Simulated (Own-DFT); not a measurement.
SiC (2H silicon carbide, atoms displaced), SiC (4H silicon carbide, strained, atoms displaced), GaN (wurtzite, strained, atoms displaced) (calculated)

Computed with Own-DFT development build. A calculation, not a measurement: plane-wave PBE density functional theory by an unreviewed code, no spin, of a simulated periodic cell, stress positive in tension, free energy of the whole cell less one offset for each atom, forces on such cells passed a denser k mesh, this cell's mesh not checked; offsets are fitted by least squares, one for each functional and potential file, so energies compare only between cells with the same atoms and settings and are not formation energies; the far tail of each file's local potential was reset to the Coulomb form; each entry is a single point on an unrelaxed cell, so the pressure reflects the starting lattice, mostly measured values (interpolated for alloys), from which strain is counted, and rises with the displacements; printed positions are rounded, which can move forces by about a meV/angstrom; the program, named Own-DFT, is a retired in-house code; no spin-orbit coupling.

Common to all runs: functional PBE.

(1) SiC (2H silicon carbide, atoms displaced)

```
cell vectors (Å)
   6.1654     0.0000     0.0000
  -3.0827     5.3394     0.0000
   0.0000     0.0000    10.0681
atoms (fractions of the cell vectors)
Si  0.98674  0.03609  0.98931
Si  0.20128  0.35714  0.23996
C   0.02064  0.00311  0.18486
C   0.17323  0.32800  0.44067
Si  0.98910  0.98316  0.49611
Si  0.18731  0.33122  0.75708
C   0.98809  0.00545  0.67443
C   0.19355  0.36500  0.95145
Si  0.97196  0.52165  0.99622
Si  0.14395  0.82114  0.25047
C   0.00835  0.53193  0.18321
C   0.13293  0.83212  0.44384
Si  0.99024  0.47989  0.51987
Si  0.16029  0.81447  0.74550
C   0.98660  0.49603  0.70794
C   0.16830  0.83120  0.92689
Si  0.51103  0.00523  0.99512
Si  0.65316  0.33273  0.24056
C   0.47450  0.94625  0.20275
C   0.65845  0.29524  0.43648
Si  0.51384  0.00326  0.48787
Si  0.67819  0.36766  0.76546
C   0.46963  0.98328  0.67402
C   0.68536  0.36259  0.94290
Si  0.50940  0.48507  0.99517
Si  0.70275  0.88053  0.24869
C   0.49711  0.51944  0.19723
C   0.68279  0.84285  0.43218
Si  0.50397  0.50313  0.50641
Si  0.65714  0.83745  0.75462
C   0.50822  0.51659  0.66957
C   0.65249  0.81635  0.92643
```

* potential files: PseudoDojo norm-conserving, scalar-relativistic, standard set
* wave cutoff: 42 hartree
* occupations: Fermi-Dirac
* smearing width: 0.1 eV
* hardware: one NVIDIA H100
* k mesh: 5 x 5 x 3 centred on Gamma
* free energy of cell above offsets: 7.019 eV
* pressure: 12.02 GPa
* stress xx: -14.42 GPa
* stress yy: -9.99 GPa
* stress zz: -11.66 GPa
* stress yz: -0.98 GPa
* stress xz: 0.85 GPa
* stress xy: -2.82 GPa
* wall time: 123.6 s

Force:
```tsv
element	x (eV/Å)	y (eV/Å)	z (eV/Å)
Si	3.652	-3.127	1.289
Si	-6.26	-2.979	3.356
C	-2.706	3.044	-2.1
C	-0.689	0.941	-0.433
Si	-1.71	4.415	1.193
Si	-1.935	-0.171	-1.638
C	0.703	-0.428	4.309
C	-2.835	-1.712	-2.846
Si	8.515	3.811	3.45
Si	1.351	2.038	3.228
C	-0.582	-6.397	-1.571
C	6.332	-3.648	-2.115
Si	-0.187	0.522	-3.246
Si	-1.652	3.701	-0.413
C	2.588	-1.908	-2.1
C	-1.005	2.857	1.255
Si	-2.016	-2.483	1.262
Si	1.442	-0.303	2.53
C	-2.083	5.607	-4.108
C	-0.768	7.531	-1.384
Si	-2.375	-5.23	2.464
Si	-1.565	-3.257	-4.561
C	2.314	1.618	2.339
C	-2.092	-6.332	-1.785
Si	-3.955	4.002	4.34
Si	1.695	-3.915	1.509
C	6.287	2.112	-3.686
C	-1.729	-1.967	0.078
Si	0.651	-1.215	-7.418
Si	-0.111	1.211	-5.574
C	0.191	-0.328	9.064
C	0.531	1.988	3.312
```

(2) SiC (4H silicon carbide, strained, atoms displaced)

```
cell vectors (Å)
   9.1750    -0.0537    -0.0737
  -4.6340     8.0578    -0.0534
  -0.0802    -0.1134    10.2264
atoms (fractions of the cell vectors)
Si  0.99801  0.99073  0.40753
Si  0.11250  0.22515  0.15143
C   0.99615  0.99792  0.08334
C   0.10253  0.21219  0.32979
Si  0.99939  0.32802  0.40643
Si  0.11721  0.55545  0.15356
C   0.99791  0.33024  0.09771
C   0.10907  0.55982  0.33538
Si  0.00343  0.67517  0.40361
Si  0.11043  0.87950  0.15353
C   0.00300  0.66669  0.09862
C   0.10408  0.89348  0.34819
Si  0.34647  0.00980  0.39888
Si  0.43403  0.22139  0.15865
C   0.33389  0.00879  0.09150
C   0.45196  0.22911  0.35043
Si  0.33650  0.33586  0.40581
Si  0.43019  0.54250  0.16114
C   0.32829  0.32974  0.10273
C   0.44747  0.55827  0.34764
Si  0.32808  0.66600  0.40716
Si  0.44910  0.89910  0.16334
C   0.33769  0.66344  0.09567
C   0.45266  0.89600  0.34461
Si  0.67592  0.00565  0.40478
Si  0.76575  0.21640  0.14638
C   0.66739  0.00196  0.08898
C   0.78349  0.22644  0.34039
Si  0.67123  0.33685  0.39953
Si  0.77377  0.55513  0.15168
C   0.67972  0.34119  0.09716
C   0.77659  0.56408  0.34815
Si  0.66807  0.66662  0.40426
Si  0.77675  0.89631  0.15327
C   0.66274  0.66811  0.08469
C   0.77796  0.88434  0.34326
Si  0.99477  0.00138  0.91296
Si  0.88847  0.78144  0.65580
C   0.00468  0.00530  0.59057
C   0.88476  0.76902  0.84995
Si  0.99885  0.66724  0.90840
Si  0.88728  0.44466  0.65544
C   0.99124  0.67170  0.58916
C   0.88131  0.43893  0.84676
Si  0.99305  0.32647  0.90987
Si  0.88579  0.10439  0.65015
C   0.00457  0.33414  0.58610
C   0.89133  0.11501  0.84326
Si  0.66085  0.00224  0.90948
Si  0.55433  0.77498  0.64637
C   0.67163  0.00854  0.59293
C   0.55535  0.77214  0.84172
Si  0.67484  0.67398  0.90614
Si  0.55865  0.45024  0.65038
C   0.66077  0.66317  0.58903
C   0.55770  0.44852  0.84000
Si  0.65598  0.32859  0.90652
Si  0.55969  0.11372  0.65529
C   0.66005  0.33667  0.59655
C   0.55332  0.10857  0.84213
Si  0.33778  0.99975  0.90670
Si  0.22104  0.77435  0.65102
C   0.33524  0.99653  0.58841
C   0.22352  0.78120  0.84176
Si  0.33401  0.65916  0.90942
Si  0.22406  0.43960  0.66361
C   0.32917  0.66746  0.59412
C   0.22341  0.44166  0.85179
Si  0.34287  0.33524  0.90755
Si  0.22245  0.10727  0.64411
C   0.33846  0.33621  0.58942
C   0.23565  0.11948  0.85169
```

- potential files: PseudoDojo norm-conserving, scalar-relativistic, standard set
- wave cutoff: 42 hartree
- occupations: Fermi-Dirac
- smearing width: 0.1 eV
- hardware: one NVIDIA H100
- k mesh: 4 x 4 x 3 centred on Gamma
- free energy of cell above offsets: -7.251 eV
- pressure: 2.68 GPa
- stress xx: -8.4 GPa
- stress yy: -2.8 GPa
- stress zz: 3.17 GPa
- stress yz: -4.07 GPa
- stress xz: -2.25 GPa
- stress xy: -1.19 GPa
- wall time: 360.5 s

Force:
```tsv
element	x (eV/Å)	y (eV/Å)	z (eV/Å)
Si	-1.734	2.524	-0.706
Si	-1.146	-2.029	0.156
C	0.366	0.076	3.52
C	0.868	0.717	2.99
Si	0.762	1.291	-1.663
Si	-1.073	-0.265	0.129
C	-0.499	0.218	-1.289
C	0.39	-0.517	1.659
Si	-0.144	-0.935	0.118
Si	-1.547	2.325	0.703
C	-0.039	-1.056	-1.342
C	3.833	-0.69	-2.083
Si	-1.57	-1.078	1.691
Si	2.113	0.839	0.757
C	0.933	-1.667	0.853
C	-1.039	-0.668	-1.985
Si	-1.172	-0.322	-0.28
Si	1.834	2.645	-0.094
C	0.717	0.434	-2.173
C	-1.212	-0.601	-0.611
Si	0.519	0.218	-0.293
Si	0.034	-1.443	-1.595
C	-1.011	1.153	-0.078
C	-0.295	-0.814	0.038
Si	-0.144	0.152	0.227
Si	2.72	1.394	2.34
C	-1.159	-0.414	0.8
C	-1.145	-0.933	-0.401
Si	0.727	0.936	1.692
Si	0.112	1.797	1.27
C	-3.396	-1.465	-1.484
C	1.371	-1.511	-1.836
Si	-0.785	0.518	0.401
Si	1.32	-1.617	0.18
C	-0.014	-0.477	2.233
C	-0.879	0.62	-0.324
Si	1.616	-0.004	-3.188
Si	-0.311	-0.284	0.737
C	-0.966	-1.47	0.153
C	0.638	2.58	-1.898
Si	1.028	-0.644	-0.062
Si	-0.029	0.19	0.066
C	1.947	-0.881	0.426
C	0.714	0.524	-0.366
Si	0.373	1.493	-0.069
Si	0.759	2.29	1.55
C	-0.607	-0.361	1.767
C	-0.575	-1.545	-0.532
Si	1.495	-1.115	-2.084
Si	-0.453	0.93	1.917
C	-0.38	-1.862	-0.942
C	-0.476	1.223	-0.381
Si	-1.692	-1.648	-0.384
Si	-0.295	-0.635	1.406
C	0.661	1.401	-0.027
C	0.127	0.115	0.388
Si	1.058	1.025	-0.264
Si	-1.024	0.267	0.052
C	2.008	-0.715	-1.357
C	0.154	0.382	0.25
Si	-1.078	-0.046	-0.526
Si	-1.129	0.917	0.988
C	0.038	0.179	-0.237
C	0.33	-1.205	0.442
Si	-0.385	1.546	-0.497
Si	-0.32	0.555	-0.897
C	0.652	-1.091	-0.595
C	-0.433	-0.748	-0.79
Si	-0.984	0.367	0.286
Si	1.423	1.477	2.434
C	-1.017	-0.771	0.345
C	-1.481	-1.793	-1.637
```

(3) GaN (wurtzite, strained, atoms displaced)

```
cell vectors (Å)
  12.7560     0.0000     0.1276
  -4.7835     8.2853    -0.0478
   0.1037     0.0000    10.3700
atoms (fractions of the cell vectors)
Ga  0.08002  0.21396  0.00656
Ga  0.16251  0.10760  0.25249
N   0.08346  0.22849  0.19364
N   0.16847  0.10945  0.43922
Ga  0.08800  0.23145  0.50387
Ga  0.16890  0.11091  0.74912
N   0.07990  0.21912  0.69055
N   0.16310  0.11214  0.94237
Ga  0.07994  0.54927  0.00352
Ga  0.15896  0.44387  0.26189
N   0.08663  0.56023  0.18582
N   0.16987  0.45016  0.42753
Ga  0.08813  0.55882  0.50305
Ga  0.16562  0.44901  0.75886
N   0.07526  0.54728  0.69281
N   0.16769  0.44843  0.93832
Ga  0.07137  0.87305  0.00265
Ga  0.16967  0.77695  0.24479
N   0.08008  0.88551  0.18353
N   0.16391  0.77727  0.43577
Ga  0.08688  0.89294  0.51122
Ga  0.16492  0.77547  0.75428
N   0.08009  0.88113  0.68836
N   0.16142  0.77252  0.94274
Ga  0.32936  0.22239  0.00539
Ga  0.41784  0.10772  0.23872
N   0.33117  0.22836  0.18534
N   0.41810  0.11308  0.43590
Ga  0.33435  0.22665  0.49827
Ga  0.41879  0.12260  0.75186
N   0.32874  0.22014  0.69331
N   0.40951  0.09885  0.93920
Ga  0.32944  0.55121  0.99518
Ga  0.41529  0.44867  0.24534
N   0.33428  0.55608  0.18590
N   0.42096  0.44596  0.43343
Ga  0.33093  0.55818  0.50028
Ga  0.41387  0.44502  0.74787
N   0.32598  0.54661  0.69772
N   0.41441  0.44779  0.93311
Ga  0.33493  0.89131  0.00002
Ga  0.40842  0.77392  0.25261
N   0.33435  0.88466  0.18865
N   0.41628  0.77408  0.44005
Ga  0.33792  0.89685  0.50156
Ga  0.41302  0.77660  0.74896
N   0.32677  0.87961  0.68910
N   0.42126  0.78164  0.94324
Ga  0.57131  0.21145  0.99411
Ga  0.66587  0.11129  0.25045
N   0.58527  0.21893  0.19188
N   0.66071  0.10948  0.44308
Ga  0.58259  0.22055  0.50829
Ga  0.66734  0.11709  0.75402
N   0.58077  0.22301  0.69065
N   0.67057  0.11302  0.94422
Ga  0.58013  0.55771  0.00211
Ga  0.66719  0.44537  0.24617
N   0.57711  0.55297  0.19186
N   0.67537  0.45190  0.43705
Ga  0.57769  0.54860  0.49836
Ga  0.66196  0.44157  0.74563
N   0.57482  0.54459  0.69057
N   0.66920  0.44094  0.94183
Ga  0.57756  0.88883  0.00234
Ga  0.67042  0.77837  0.25839
N   0.58979  0.89498  0.19375
N   0.66572  0.77419  0.44058
Ga  0.59102  0.89629  0.48998
Ga  0.66472  0.77517  0.75606
N   0.58488  0.88614  0.68775
N   0.66129  0.77594  0.93534
Ga  0.83159  0.21929  0.99938
Ga  0.92000  0.12313  0.25039
N   0.83433  0.22866  0.19556
N   0.90993  0.11400  0.43833
Ga  0.83364  0.21821  0.50099
Ga  0.91316  0.11497  0.75698
N   0.83425  0.21509  0.69700
N   0.91214  0.11402  0.93564
Ga  0.83063  0.55486  0.01002
Ga  0.91195  0.44307  0.24784
N   0.82245  0.55060  0.18397
N   0.91297  0.44020  0.44085
Ga  0.83281  0.55734  0.49685
Ga  0.91632  0.43977  0.75172
N   0.83806  0.56192  0.69092
N   0.91380  0.45272  0.93423
Ga  0.83298  0.89112  0.99146
Ga  0.92167  0.78484  0.25081
N   0.83201  0.87813  0.18624
N   0.91273  0.76770  0.42955
Ga  0.83613  0.88097  0.49738
Ga  0.91242  0.77837  0.74356
N   0.83650  0.88169  0.69080
N   0.91735  0.78312  0.93927
```

- potential files: PseudoDojo norm-conserving, scalar-relativistic, standard set with the stringent files for Ga
- wave cutoff: 96 hartree
- occupations: Gaussian
- smearing width: 0.01 eV
- k mesh: 3 x 4 x 3 centred on Gamma
- free energy of cell above offsets: -5.196 eV
- pressure: 7 GPa
- stress xx: -7.72 GPa
- stress yy: -5.46 GPa
- stress zz: -7.82 GPa
- stress yz: 0.35 GPa
- stress xz: 1.91 GPa
- stress xy: 0.07 GPa

Force:
```tsv
element	x (eV/Å)	y (eV/Å)	z (eV/Å)
Ga	-0.603	1.111	-0.629
Ga	0.313	0.171	-0.443
N	0.473	-0.567	-0.32
N	-0.783	0.447	0.227
Ga	-0.622	-1.041	-0.208
Ga	-1.705	-0.741	0.965
N	0.364	0.518	0.026
N	0.808	-0.93	-0.513
Ga	-0.467	0.284	-0.836
Ga	0.932	0.676	-5.05
N	-0.765	-0.962	0.812
N	0.152	-0.387	5.022
Ga	-1.445	-0.161	-0.063
Ga	-0.644	-1.262	-1.038
N	1.685	1.104	-0.825
N	-0.47	-1.198	1.072
Ga	1.003	1.717	-0.801
Ga	-1.2	0.344	0.83
N	1.135	0.592	1.094
N	0.73	0.375	0.252
Ga	-0.255	-0.878	-2.26
Ga	-0.546	-0.568	0.133
N	0.32	0.935	1.211
N	0.809	0.388	-0.2
Ga	-0.313	0.18	-1.453
Ga	-0.66	0.823	1.49
N	0.605	-1.197	1.069
N	-0.115	0.298	0.049
Ga	0.432	-0.334	0.015
Ga	-0.537	-1.892	-0.101
N	1.03	0.507	-1.191
N	-0.699	1.934	-0.485
Ga	0.14	0.891	1.016
Ga	-0.284	-0.316	0.534
N	-1.198	-0.11	0.099
N	-1.671	-0.382	0.575
Ga	1.018	-0.348	0.499
Ga	-0.24	-0.45	0.538
N	0.214	1.181	-1.765
N	0.8	-0.904	0.821
Ga	-0.591	-2.27	0.065
Ga	2.113	-0.151	-0.104
N	-0.664	0.824	-0.573
N	-0.17	0.82	0.027
Ga	-0.469	-0.942	-0.325
Ga	1.036	0.206	0.251
N	0.36	1.456	0.085
N	-1.537	-0.842	-1.049
Ga	1.846	1.542	1.162
Ga	0.16	0.151	0.533
N	-0.888	0.36	-1.176
N	1.012	1.167	-0.56
Ga	-0.389	0.824	-1.839
Ga	0.358	-1.374	-0.036
N	0.551	-0.4	0.421
N	-1.438	-0.503	-0.708
Ga	0.593	-0.517	-0.161
Ga	-1.623	-0.835	0.881
N	1.237	0.616	-0.555
N	-1.741	-1.526	0.111
Ga	1.215	0.74	0.409
Ga	1.091	1.382	1.244
N	0.649	1.128	-0.788
N	-1.627	-0.242	-0.663
Ga	1.679	0.434	0.742
Ga	-0.466	-0.224	-1.454
N	-0.678	-1.177	-0.251
N	0.592	0.05	0.516
Ga	-0.75	-1.628	1.725
Ga	-0.014	-0.153	-1.763
N	-0.659	0.515	-0.162
N	0.529	0.375	1.304
Ga	-0.609	1.631	0.876
Ga	-0.499	-1.873	0.21
N	0.167	-0.933	-1.455
N	2.74	-1.156	-0.109
Ga	-1.747	0.869	0.844
Ga	1.822	-1.433	-1.45
N	-1.792	1.028	-1.491
N	1.299	-0.147	1.545
Ga	-0.23	0.369	-2.788
Ga	0.017	1.359	0.819
N	2.431	1.236	1.902
N	0.882	0.416	-0.282
Ga	0.99	-0.473	1.169
Ga	-1.588	0.265	-0.187
N	-0.626	-1.726	-0.813
N	1.13	-1.103	1.455
Ga	-0.577	-0.638	1.248
Ga	-0.749	-1.289	-0.837
N	-0.475	1.902	-0.257
N	0.887	1.737	1.505
Ga	-1.006	0.787	0.451
Ga	1.872	-0.84	1.953
N	-2.58	1.592	-0.912
N	-0.814	-1.233	-0.871
```

(4) SiC (2H silicon carbide, atoms displaced)

```
cell vectors (Å)
   6.1654     0.0000     0.0000
  -3.0827     5.3394     0.0000
   0.0000     0.0000    10.0681
atoms (fractions of the cell vectors)
Si  0.00500  0.01440  0.99695
Si  0.17252  0.33391  0.24861
C   0.00605  0.99702  0.18720
C   0.16824  0.33006  0.43556
Si  0.00421  0.00184  0.49825
Si  0.16656  0.32790  0.74736
C   0.99880  0.00390  0.68591
C   0.16346  0.33699  0.93417
Si  0.99705  0.50369  0.99708
Si  0.17259  0.83916  0.24765
C   0.00107  0.50605  0.18339
C   0.16823  0.83547  0.43798
Si  0.99733  0.50524  0.49767
Si  0.17727  0.83513  0.75230
C   0.00011  0.49507  0.69221
C   0.15873  0.82921  0.93545
Si  0.49390  0.00129  0.99820
Si  0.66912  0.33030  0.24879
C   0.50426  0.00324  0.18350
C   0.65481  0.33187  0.43144
Si  0.50219  0.00333  0.49834
Si  0.66426  0.34275  0.74753
C   0.50553  0.99893  0.68251
C   0.65904  0.33339  0.93533
Si  0.49736  0.49285  0.00087
Si  0.67575  0.83234  0.25281
C   0.49079  0.49931  0.18976
C   0.66632  0.82786  0.43880
Si  0.50395  0.49543  0.50218
Si  0.66495  0.82328  0.75196
C   0.49748  0.50785  0.68659
C   0.66692  0.83191  0.93863
```

* potential files: PseudoDojo norm-conserving, scalar-relativistic, standard set
* wave cutoff: 42 hartree
* occupations: Fermi-Dirac
* smearing width: 0.1 eV
* hardware: one NVIDIA H100
* k mesh: 5 x 5 x 3 centred on Gamma
* free energy of cell above offsets: -4.725 eV
* pressure: 3.64 GPa
* stress xx: -1.5 GPa
* stress yy: -3.31 GPa
* stress zz: -6.1 GPa
* stress yz: 0.11 GPa
* stress xz: 0.89 GPa
* stress xy: -0.14 GPa
* wall time: 120 s

Force:
```tsv
element	x (eV/Å)	y (eV/Å)	z (eV/Å)
Si	-0.11	-1.712	0.375
Si	-1.389	-0.274	0.213
C	-0.769	0.822	-0.395
C	-0.628	0.728	0.499
Si	-0.579	-0.139	0.27
Si	-0.731	0.342	0.185
C	1.022	-1.173	0.313
C	0.444	0.348	0.323
Si	-0.113	-0.511	0.031
Si	0.445	-0.589	0.201
C	0.406	-0.567	0.76
C	0.156	-0.07	-0.517
Si	0.736	-0.946	0.386
Si	-0.981	-0.07	-1.389
C	-0.579	0.863	-1.151
C	0.298	1.17	0.5
Si	0.757	-0.506	-0.343
Si	-0.748	0.676	-0.994
C	0.443	-0.348	0.882
C	1.856	-0.045	1.249
Si	0.316	-0.706	-0.234
Si	0.91	-1.235	0.104
C	-0.383	0.577	1.274
C	0.582	-0.23	0.051
Si	-0.839	1.198	0.198
Si	-0.956	-0.002	-0.84
C	1.959	0.268	-0.716
C	0.026	0.583	-0.03
Si	-1.621	0.674	-0.946
Si	-0.24	2.227	-0.25
C	0.697	-1.415	-0.088
C	-0.385	0.064	0.08
```
